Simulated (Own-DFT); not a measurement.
Simulation results for Si₁₂O₂₃ (quartz with two neutral oxygen vacancies, atoms displaced)

All values are calculated (Own-DFT development build). A calculation, not a measurement: plane-wave PBE and HSE06 DFT by an unreviewed code, no spin, of a simulated cell at Gamma alone, so results move with cell size and shape, stress positive in tension, energies less offsets, not probed for a lower state with spin; oxygen file: force components 24 meV/angstrom off all-electron in a glass; k mesh not checked against a denser one; forces and stress are PBE's, HSE06 gives the energy alone, and its difference from PBE has offsets of its own; offsets are fitted by least squares, one for each functional and potential file, so energies compare only between cells with the same atoms and settings and are not formation energies; the far tail of each file's local potential was reset to the Coulomb form; each entry is a single point on an unrelaxed cell, so the pressure reflects the starting lattice, mostly measured values (interpolated for alloys), from which strain is counted, and rises with the displacements; printed positions are rounded, which can move forces by about a meV/angstrom; the program, named Own-DFT, is a retired in-house code; no spin-orbit coupling.

Common to all runs: first functional PBE; second functional HSE06; exact exchange share 0.25; screening 0.11 1/bohr; exchange divergence Gygi-Baldereschi; potential files PseudoDojo norm-conserving, scalar-relativistic, made for PBE, standard set; wave cutoff 48 hartree; occupations fixed; k mesh 1 x 1 x 1 centred on Gamma.

(1) Si₁₂O₂₃ (quartz with two neutral oxygen vacancies, atoms displaced)

```cif
# cell vector a (Å): 9.8268 0.0000 0.0000
# cell vector b (Å): -4.9134 8.5103 0.0000
# cell vector c (Å): 0.0000 0.0000 10.8104
data_Si12O23
_symmetry_space_group_name_H-M 'P 1'
_symmetry_Int_Tables_number 1
_cell_length_a 9.8268
_cell_length_b 9.8268
_cell_length_c 10.8104
_cell_angle_alpha 90.000
_cell_angle_beta 90.000
_cell_angle_gamma 120.000
_cell_volume 904.06
loop_
_atom_site_label
_atom_site_type_symbol
_atom_site_fract_x
_atom_site_fract_y
_atom_site_fract_z
_atom_site_occupancy
Si1 Si 0.23715 0.99725 0.00106 1
Si2 Si 0.99761 0.23086 0.33239 1
Si3 Si 0.26828 0.27207 0.16488 1
O1 O 0.20546 0.13725 0.05765 1
O2 O 0.41853 0.29027 0.22756 1
O3 O 0.36193 0.07013 0.39387 1
O4 O 0.07468 0.36750 0.43715 1
O5 O 0.12861 0.20186 0.27401 1
O6 O 0.29275 0.42780 0.10867 1
Si4 Si 0.23484 0.99841 0.49992 1
Si5 Si 0.99747 0.23285 0.83520 1
Si6 Si 0.27119 0.27188 0.66582 1
O7 O 0.20892 0.13205 0.56227 1
O8 O 0.36093 0.07000 0.89416 1
O9 O 0.07751 0.36479 0.93897 1
O10 O 0.13461 0.20788 0.77550 1
O11 O 0.29936 0.43101 0.60387 1
Si7 Si 0.23645 0.50173 0.00217 1
Si8 Si 0.00019 0.73449 0.32899 1
Si9 Si 0.26873 0.76987 0.16555 1
O12 O 0.21045 0.63836 0.06261 1
O13 O 0.42933 0.79568 0.22653 1
O14 O 0.37071 0.58193 0.39493 1
O15 O 0.06619 0.85901 0.44228 1
O16 O 0.13898 0.70281 0.27462 1
O17 O 0.29550 0.92850 0.10455 1
Si10 Si 0.23676 0.50437 0.50178 1
Si11 Si 0.99840 0.73518 0.82865 1
Si12 Si 0.26395 0.76343 0.66464 1
O18 O 0.20624 0.63366 0.56086 1
O19 O 0.41463 0.78444 0.72832 1
O20 O 0.37280 0.57821 0.89108 1
O21 O 0.07676 0.86985 0.94595 1
O22 O 0.13467 0.70814 0.77202 1
O23 O 0.29797 0.92988 0.60357 1
Si13 Si 0.73289 0.99510 0.00082 1
Si14 Si 0.50110 0.23833 0.33104 1
Si15 Si 0.76630 0.26878 0.16707 1
O24 O 0.70752 0.13560 0.06219 1
O25 O 0.93221 0.29366 0.22548 1
O26 O 0.87177 0.07497 0.39519 1
O27 O 0.57140 0.36926 0.43972 1
O28 O 0.63515 0.20959 0.26664 1
O29 O 0.79202 0.41974 0.10853 1
Si16 Si 0.73334 0.99796 0.49742 1
Si17 Si 0.50392 0.23691 0.82652 1
Si18 Si 0.76215 0.26476 0.67193 1
O30 O 0.70995 0.13210 0.55853 1
O31 O 0.92920 0.29401 0.72204 1
O32 O 0.86592 0.07503 0.88958 1
O33 O 0.57277 0.36188 0.93661 1
O34 O 0.79145 0.43155 0.60589 1
Si19 Si 0.73040 0.49723 0.99873 1
Si20 Si 0.49881 0.73745 0.33139 1
Si21 Si 0.76392 0.76222 0.16557 1
O35 O 0.70255 0.62614 0.05897 1
O36 O 0.92665 0.79178 0.22686 1
O37 O 0.86174 0.57636 0.39759 1
O38 O 0.57404 0.86347 0.44364 1
O39 O 0.63399 0.70660 0.27500 1
O40 O 0.79612 0.92983 0.10647 1
Si22 Si 0.74063 0.50133 0.50091 1
Si23 Si 0.50139 0.74058 0.84024 1
Si24 Si 0.76202 0.76047 0.66591 1
O41 O 0.70610 0.62794 0.55500 1
O42 O 0.93477 0.79757 0.72435 1
O43 O 0.87117 0.57855 0.89158 1
O44 O 0.57162 0.86346 0.94405 1
O45 O 0.63156 0.70645 0.77357 1
O46 O 0.79603 0.93342 0.60570 1
```

The calculation gives: PBE energy of cell above offsets -21.214 eV; HSE06 less PBE above offsets 0.031 eV; PBE pressure 7.13 GPa; PBE stress xx -5.8 GPa; PBE stress yy -8.11 GPa; PBE stress zz -7.49 GPa; PBE stress yz 1.2 GPa; PBE stress xz -1.57 GPa; PBE stress xy 0.72 GPa.

Force:
| element | x (eV/Å) | y (eV/Å) | z (eV/Å) |
| --- | --- | --- | --- |
| Si | -2.5 | 2.725 | 0.173 |
| Si | 0.744 | 1.695 | 0.421 |
| Si | -2.079 | -4.116 | 0.705 |
| O | 0.7 | -0.386 | -0.048 |
| O | 2.339 | 0.784 | 0.598 |
| O | 1.536 | 1.628 | -2.071 |
| O | 0.305 | 0.841 | 0.81 |
| O | 1.952 | 0.31 | -1.3 |
| O | -0.363 | 2.295 | -0.52 |
| Si | -1.57 | -0.613 | -0.243 |
| Si | 1.315 | 1.437 | -2.084 |
| Si | 1.723 | -1.855 | 2.201 |
| O | -0.553 | 0.6 | 0.104 |
| O | 2.404 | 1.906 | -2.276 |
| O | -0.349 | 1.097 | 1.053 |
| O | 0.323 | 0.139 | -0.576 |
| O | 0.213 | 0.532 | 0.369 |
| Si | -0.012 | 0.521 | -1.467 |
| Si | 1.415 | -1.007 | 2.144 |
| Si | 0.008 | -0.1 | 1.14 |
| O | 0.291 | -1.393 | -1.555 |
| O | -0.4 | 0.908 | -1.159 |
| O | -0.555 | -1.523 | 0.417 |
| O | 0.624 | 0.982 | 0.277 |
| O | -1.471 | 0.194 | 0.506 |
| O | 1.337 | -0.16 | 1.881 |
| Si | -0.18 | -1.383 | -2.026 |
| Si | 2.179 | 1.923 | 2.531 |
| Si | -1.7 | 1.466 | -0.072 |
| O | -0.791 | -0.331 | -0.734 |
| O | 3.272 | 0.9 | 1.668 |
| O | -1.353 | -2.583 | 2.212 |
| O | -1.635 | -2.957 | -2.156 |
| O | -0.548 | -0.36 | 0.49 |
| O | 0.93 | -1.101 | 1.199 |
| Si | -0.083 | 3.417 | 0.012 |
| Si | -0.123 | -1.182 | 1.251 |
| Si | 3.689 | -2.53 | 0.534 |
| O | 0.669 | -1.767 | -1.516 |
| O | -1.775 | 0.328 | -1.13 |
| O | -0.843 | -1.81 | 0.278 |
| O | 0.373 | -0.244 | -0.177 |
| O | -2.302 | -0.913 | 2.57 |
| O | -2.226 | 4.799 | -3.002 |
| Si | 1.074 | 0.956 | 0.406 |
| Si | -1.209 | -1.894 | -2.94 |
| Si | -1.813 | -0.339 | -0.58 |
| O | -1.445 | 1.666 | 1.077 |
| O | 0.189 | 0.294 | 0.731 |
| O | -1.486 | -2.609 | 1.57 |
| O | -0.073 | 0.82 | 0.978 |
| O | 2.544 | -2.342 | 3.016 |
| Si | 3.048 | -0.613 | -0.472 |
| Si | 1.443 | 0.344 | 1.082 |
| Si | -0.245 | 0.451 | 0.278 |
| O | -1.191 | 1.538 | 0.95 |
| O | -0.866 | 0.38 | -1.623 |
| O | 2.739 | 1.472 | -3.613 |
| O | -0.996 | -0.663 | -0.905 |
| O | 0.272 | 0.012 | -0.565 |
| O | 0.982 | -1.381 | 0.889 |
| Si | -2.915 | -1.906 | -1.162 |
| Si | -0.143 | -1.3 | -4.65 |
| Si | 0.471 | 1.678 | -1.382 |
| O | -2.03 | 2.891 | 2.338 |
| O | -2.789 | 0.374 | -1.966 |
| O | -1.403 | -2.305 | 1.543 |
| O | -0.464 | 1.595 | 1.609 |
| O | -0.002 | 0.19 | 0.307 |
| O | 1.375 | -2.422 | 1.649 |

(2) Si₁₂O₂₃ (quartz with two neutral oxygen vacancies, atoms displaced)

```cif
# cell vector a (Å): 9.8268 0.0000 0.0000
# cell vector b (Å): -4.9134 8.5103 0.0000
# cell vector c (Å): 0.0000 0.0000 10.8104
data_Si12O23
_symmetry_space_group_name_H-M 'P 1'
_symmetry_Int_Tables_number 1
_cell_length_a 9.8268
_cell_length_b 9.8268
_cell_length_c 10.8104
_cell_angle_alpha 90.000
_cell_angle_beta 90.000
_cell_angle_gamma 120.000
_cell_volume 904.06
loop_
_atom_site_label
_atom_site_type_symbol
_atom_site_fract_x
_atom_site_fract_y
_atom_site_fract_z
_atom_site_occupancy
Si1 Si 0.23480 0.99915 0.00114 1
Si2 Si 0.00144 0.23227 0.33709 1
Si3 Si 0.26702 0.26865 0.16366 1
O1 O 0.20705 0.13678 0.06226 1
O2 O 0.42965 0.29444 0.22706 1
O3 O 0.36746 0.07308 0.38955 1
O4 O 0.07708 0.36797 0.44024 1
O5 O 0.13415 0.20844 0.27820 1
O6 O 0.29086 0.42360 0.10624 1
Si4 Si 0.23370 0.99854 0.49669 1
Si5 Si 0.99869 0.23501 0.84026 1
Si6 Si 0.26632 0.26731 0.66292 1
O7 O 0.20809 0.13549 0.56070 1
O8 O 0.42086 0.28964 0.72770 1
O9 O 0.36944 0.07859 0.89239 1
O10 O 0.07618 0.36970 0.94132 1
O11 O 0.13316 0.20667 0.77264 1
O12 O 0.29612 0.42812 0.60603 1
Si7 Si 0.23371 0.49733 0.99996 1
Si8 Si 0.99743 0.73509 0.33654 1
Si9 Si 0.26802 0.76572 0.16424 1
O13 O 0.20491 0.64022 0.05777 1
O14 O 0.42314 0.79076 0.22368 1
O15 O 0.36254 0.56979 0.39115 1
O16 O 0.07326 0.86681 0.44036 1
O17 O 0.13455 0.70546 0.27481 1
O18 O 0.29177 0.92945 0.10396 1
Si10 Si 0.23481 0.50223 0.50217 1
Si11 Si 0.00048 0.73633 0.83545 1
Si12 Si 0.26733 0.77001 0.66457 1
O19 O 0.20899 0.63693 0.55464 1
O20 O 0.42934 0.79533 0.72410 1
O21 O 0.07764 0.87060 0.93920 1
O22 O 0.13056 0.71126 0.77727 1
O23 O 0.29076 0.92404 0.60780 1
Si13 Si 0.73435 0.99838 0.99926 1
Si14 Si 0.49911 0.23430 0.32975 1
Si15 Si 0.75983 0.26564 0.16338 1
O24 O 0.70436 0.13689 0.06316 1
O25 O 0.92701 0.29335 0.22740 1
O26 O 0.86831 0.07009 0.39832 1
O27 O 0.56551 0.36121 0.44305 1
O28 O 0.63656 0.20960 0.26952 1
O29 O 0.79836 0.43107 0.11229 1
Si16 Si 0.73421 0.99636 0.50088 1
Si17 Si 0.49652 0.23570 0.83533 1
Si18 Si 0.76533 0.26994 0.66512 1
O30 O 0.70860 0.13323 0.55610 1
O31 O 0.92690 0.29097 0.72745 1
O32 O 0.87243 0.07283 0.89638 1
O33 O 0.56895 0.36288 0.94202 1
O34 O 0.63046 0.20373 0.77456 1
O35 O 0.79020 0.42471 0.60578 1
Si19 Si 0.73706 0.50018 0.00037 1
Si20 Si 0.50164 0.73861 0.33364 1
Si21 Si 0.76847 0.76691 0.16548 1
O36 O 0.70454 0.63395 0.06252 1
O37 O 0.92293 0.79064 0.23146 1
O38 O 0.86436 0.56879 0.39035 1
O39 O 0.57730 0.87100 0.43672 1
O40 O 0.63731 0.70610 0.27015 1
O41 O 0.79535 0.92764 0.10774 1
Si22 Si 0.73441 0.49751 0.50054 1
Si23 Si 0.50559 0.73692 0.83358 1
Si24 Si 0.76245 0.76394 0.67123 1
O42 O 0.70447 0.62904 0.56025 1
O43 O 0.92544 0.78890 0.72372 1
O44 O 0.86825 0.57080 0.89218 1
O45 O 0.57858 0.86476 0.94415 1
O46 O 0.79862 0.92052 0.61007 1
```

It finds PBE energy of cell above offsets -21.808 eV; HSE06 less PBE above offsets 0.040 eV; PBE pressure 6.98 GPa; PBE stress xx -4.64 GPa; PBE stress yy -9.88 GPa; PBE stress zz -6.42 GPa; PBE stress yz -0.67 GPa; PBE stress xz -2.86 GPa; PBE stress xy 0.05 GPa.

Force:
| element | x (eV/Å) | y (eV/Å) | z (eV/Å) |
| --- | --- | --- | --- |
| Si | -0.445 | 2.543 | -1.264 |
| Si | -2.042 | 0.739 | -0.843 |
| Si | 0.378 | -1.687 | 3.561 |
| O | 0.292 | -1.62 | -1.534 |
| O | -1.619 | 0.684 | -1.783 |
| O | -0.353 | -1.209 | 0.479 |
| O | -0.759 | -0.284 | 0.541 |
| O | 2.439 | -0.066 | -1.631 |
| O | -0.373 | 2.119 | -0.329 |
| Si | 0.582 | 1.593 | 1.051 |
| Si | 1.371 | 0.277 | -3.332 |
| Si | -0.99 | -0.579 | 1.752 |
| O | 0.398 | -1.668 | -1.673 |
| O | 1.082 | 0.786 | 0.09 |
| O | -1.19 | -2.708 | 1.554 |
| O | -1.409 | -0.781 | -0.006 |
| O | -0.575 | 0.253 | 0.454 |
| O | -0.196 | 1.152 | 0.017 |
| Si | 1.264 | 4.532 | -0.684 |
| Si | 1.811 | -1.152 | -1.204 |
| Si | -2.867 | 0.62 | 1.036 |
| O | 0.721 | -2.379 | -1.686 |
| O | 2.368 | 0.642 | 1.017 |
| O | 0.885 | 1.416 | -0.595 |
| O | -0.728 | -0.115 | 0.444 |
| O | -0.502 | 0.505 | 0.008 |
| O | 1.714 | -1.037 | 2.04 |
| Si | 0.949 | -0.807 | -1.153 |
| Si | -1.36 | 0.247 | -0.116 |
| Si | -0.085 | -2.925 | 1.85 |
| O | -1.091 | 1.367 | 1.369 |
| O | 0.032 | 0.132 | 0.261 |
| O | -1.379 | -0.699 | -0.065 |
| O | 3.546 | -0.168 | -2.231 |
| O | -1.084 | 2.655 | -1.548 |
| Si | 0.655 | 2.449 | 2.074 |
| Si | 1.322 | 0.382 | 1.405 |
| Si | 3.558 | 1.26 | 2.18 |
| O | 0.98 | -3.13 | -3.235 |
| O | -0.312 | -0.467 | 0.055 |
| O | 0.689 | 0.059 | -0.644 |
| O | 0.705 | 0.462 | 0.087 |
| O | -1.97 | -0.88 | 2.086 |
| O | -1.029 | 1.74 | -1.577 |
| Si | 1.502 | 0.745 | 1.707 |
| Si | 1.238 | 0.622 | -1.926 |
| Si | 1.166 | -3.194 | 1.342 |
| O | -0.513 | 0.801 | 1.008 |
| O | -0.626 | 0.228 | 0.06 |
| O | -0.724 | -1.146 | 0.708 |
| O | 0.645 | 1.942 | 1.383 |
| O | 0.291 | 0.46 | -0.495 |
| O | 0.408 | 1.25 | 0.26 |
| Si | -0.722 | -0.246 | 0.685 |
| Si | 0.66 | -2.295 | -1.255 |
| Si | -0.416 | 0.116 | 0.472 |
| O | 0.725 | -1.362 | -1.745 |
| O | 0.58 | 0.801 | -0.599 |
| O | -0.168 | -0.377 | 0.591 |
| O | -1.013 | -0.691 | 0.196 |
| O | -2.35 | -0.126 | 1.718 |
| O | -0.163 | 0.966 | -0.343 |
| Si | -1.358 | -0.245 | -1.727 |
| Si | 0.695 | -2.595 | -0.776 |
| Si | -1.392 | -3.071 | 1.313 |
| O | -0.637 | 0.839 | 0.761 |
| O | 0.641 | 0.099 | 0.897 |
| O | -0.401 | -0.308 | 0.378 |
| O | -1.43 | -0.697 | -0.579 |
| O | -2.021 | 3.229 | -2.311 |

(3) Si₁₂O₂₃ (quartz with two neutral oxygen vacancies, atoms displaced)

```cif
# cell vector a (Å): 9.8268 0.0000 0.0000
# cell vector b (Å): -4.9134 8.5103 0.0000
# cell vector c (Å): 0.0000 0.0000 10.8104
data_Si12O23
_symmetry_space_group_name_H-M 'P 1'
_symmetry_Int_Tables_number 1
_cell_length_a 9.8268
_cell_length_b 9.8268
_cell_length_c 10.8104
_cell_angle_alpha 90.000
_cell_angle_beta 90.000
_cell_angle_gamma 120.000
_cell_volume 904.06
loop_
_atom_site_label
_atom_site_type_symbol
_atom_site_fract_x
_atom_site_fract_y
_atom_site_fract_z
_atom_site_occupancy
Si1 Si 0.23815 0.00234 0.99738 1
Si2 Si 0.99552 0.23677 0.33655 1
Si3 Si 0.26714 0.27093 0.16043 1
O1 O 0.20762 0.13569 0.05836 1
O2 O 0.43347 0.29408 0.23021 1
O3 O 0.07512 0.36795 0.43832 1
O4 O 0.13260 0.20710 0.27260 1
O5 O 0.29640 0.42900 0.10580 1
Si4 Si 0.22813 0.99170 0.50469 1
Si5 Si 0.99984 0.23116 0.83410 1
Si6 Si 0.26491 0.26603 0.66665 1
O6 O 0.20718 0.13242 0.56165 1
O7 O 0.43059 0.29242 0.72989 1
O8 O 0.36655 0.07559 0.89067 1
O9 O 0.06752 0.35595 0.93689 1
O10 O 0.13671 0.20957 0.77729 1
O11 O 0.29256 0.42677 0.60512 1
Si7 Si 0.23818 0.50316 0.99912 1
Si8 Si 0.00332 0.73946 0.33003 1
Si9 Si 0.26107 0.76279 0.16951 1
O12 O 0.20527 0.62918 0.06315 1
O13 O 0.42993 0.79548 0.22884 1
O14 O 0.35694 0.57074 0.38804 1
O15 O 0.13434 0.70341 0.27342 1
O16 O 0.29531 0.93104 0.10893 1
Si10 Si 0.23944 0.50207 0.49876 1
Si11 Si 0.00206 0.73734 0.83712 1
Si12 Si 0.26703 0.76584 0.66276 1
O17 O 0.21445 0.63059 0.56424 1
O18 O 0.42463 0.78839 0.72753 1
O19 O 0.36730 0.57537 0.89150 1
O20 O 0.07624 0.86197 0.94322 1
O21 O 0.13214 0.70270 0.77667 1
O22 O 0.29417 0.93098 0.60624 1
Si13 Si 0.73343 0.99994 0.99960 1
Si14 Si 0.50283 0.23249 0.32947 1
Si15 Si 0.76929 0.26730 0.16721 1
O23 O 0.70299 0.13319 0.05819 1
O24 O 0.92574 0.29053 0.22224 1
O25 O 0.87035 0.07769 0.39183 1
O26 O 0.56767 0.36657 0.43896 1
O27 O 0.63473 0.20797 0.27441 1
O28 O 0.78850 0.42494 0.10458 1
Si16 Si 0.73381 0.99497 0.50169 1
Si17 Si 0.49907 0.23388 0.82810 1
Si18 Si 0.76467 0.26394 0.66559 1
O29 O 0.70462 0.13186 0.55163 1
O30 O 0.91753 0.28628 0.72625 1
O31 O 0.86814 0.07050 0.89407 1
O32 O 0.57518 0.36878 0.93961 1
O33 O 0.63521 0.21073 0.77435 1
O34 O 0.79550 0.42872 0.60606 1
Si19 Si 0.73465 0.50191 0.99781 1
Si20 Si 0.49720 0.73572 0.33714 1
Si21 Si 0.76813 0.76539 0.16648 1
O35 O 0.70668 0.63286 0.06059 1
O36 O 0.92063 0.78595 0.22861 1
O37 O 0.86018 0.57234 0.39569 1
O38 O 0.57397 0.86630 0.43987 1
O39 O 0.63401 0.70827 0.27537 1
O40 O 0.78962 0.91662 0.10633 1
Si22 Si 0.73587 0.49963 0.49988 1
Si23 Si 0.49557 0.73659 0.83487 1
Si24 Si 0.76481 0.76827 0.66604 1
O41 O 0.71034 0.63182 0.55899 1
O42 O 0.92641 0.79223 0.72381 1
O43 O 0.86459 0.57519 0.89508 1
O44 O 0.56586 0.86556 0.93741 1
O45 O 0.63686 0.69790 0.77417 1
O46 O 0.79410 0.92563 0.60642 1
```

Results for Si₁₂O₂₃ (quartz with two neutral oxygen vacancies, atoms displaced): PBE energy of cell above offsets -20.512 eV; HSE06 less PBE above offsets -0.042 eV; PBE pressure 7.99 GPa; PBE stress xx -7.63 GPa; PBE stress yy -7.68 GPa; PBE stress zz -8.66 GPa; PBE stress yz 0.97 GPa; PBE stress xz -1.1 GPa; PBE stress xy 2.04 GPa.

Force:
| element | x (eV/Å) | y (eV/Å) | z (eV/Å) |
| --- | --- | --- | --- |
| Si | -0.072 | 0.102 | 1.31 |
| Si | 2.61 | 0.717 | -2.545 |
| Si | 1.695 | -2.33 | 4.092 |
| O | 0.031 | -0.539 | -0.875 |
| O | -3.833 | 0.825 | -3.64 |
| O | -0.356 | 1.146 | 1.298 |
| O | -0.022 | 0.548 | -0.563 |
| O | -0.462 | 2.013 | -0.944 |
| Si | -1.223 | 1.481 | -6.467 |
| Si | -1.393 | -0.713 | -2.134 |
| Si | 1.154 | -0.004 | 0.496 |
| O | -0.843 | -0.003 | 0.276 |
| O | -3.856 | 1.285 | -3.656 |
| O | 0.216 | -0.828 | -0.195 |
| O | 1.142 | 4.14 | 3.28 |
| O | 0.967 | -0.329 | -0.74 |
| O | 0.853 | -0.275 | 0.802 |
| Si | -1.081 | -2.178 | -0.848 |
| Si | 0.46 | -0.381 | 4.459 |
| Si | 2.304 | 1.913 | -1.444 |
| O | -0.642 | 0.509 | -0.091 |
| O | -1.631 | 0.253 | -1.132 |
| O | 1.273 | 0.754 | -0.987 |
| O | -1.136 | -0.937 | 1.198 |
| O | 0.272 | -0.807 | 0.202 |
| Si | -0.924 | -2.053 | -0.187 |
| Si | -0.861 | -1.355 | -2.358 |
| Si | -1.157 | -0.056 | 2.476 |
| O | -1.373 | 0.747 | -0.453 |
| O | -0.787 | 1.091 | -1.575 |
| O | -0.424 | -1.475 | 0.45 |
| O | -0.393 | 1.2 | 1.052 |
| O | 1.085 | 0.542 | -1.277 |
| O | 2.471 | -1.963 | 3.056 |
| Si | 0.127 | -0.885 | 0.537 |
| Si | -2.189 | -1.886 | 4.631 |
| Si | -2.472 | -0.439 | -1.214 |
| O | 0.255 | -0.172 | 0.11 |
| O | 1.564 | 0.625 | 0.773 |
| O | -1.319 | -3.007 | 1.777 |
| O | 0.672 | 0.606 | 0.731 |
| O | 2.98 | -0.478 | -1.08 |
| O | 0.845 | -0.02 | 0.732 |
| Si | 0.152 | 1.993 | -1.738 |
| Si | 1.704 | 0.877 | 3.961 |
| Si | -1.797 | -0.309 | -1.803 |
| O | -0.433 | 0.897 | 1.383 |
| O | 2.983 | 0.049 | 1.22 |
| O | -0.31 | -1.152 | 0.149 |
| O | -0.922 | -1.443 | -1.023 |
| O | 1.112 | -0.8 | -0.548 |
| O | 0.744 | -0.81 | 0.803 |
| Si | -0.535 | -0.784 | 0.96 |
| Si | 1.709 | -1.088 | -1.875 |
| Si | -2.041 | -2.88 | 1.015 |
| O | -0.455 | 0.204 | -0.025 |
| O | 1.094 | 1.171 | -0.774 |
| O | 2.754 | 2.123 | -2.948 |
| O | -0.495 | 0.126 | 1.106 |
| O | -0.217 | -0.038 | 0.215 |
| O | -1.66 | 3.571 | -2.072 |
| Si | -1.882 | -1.922 | 0.176 |
| Si | 3.816 | -1.095 | -1.552 |
| Si | 1.457 | -3.054 | 0.299 |
| O | -1.451 | 1.816 | 1.001 |
| O | 1.24 | 0.465 | 0.847 |
| O | 1.241 | 0.684 | -1.285 |
| O | 0.723 | 2.042 | 1.776 |
| O | -2.994 | 0.632 | 1.384 |
| O | -0.065 | 1.339 | 0.014 |
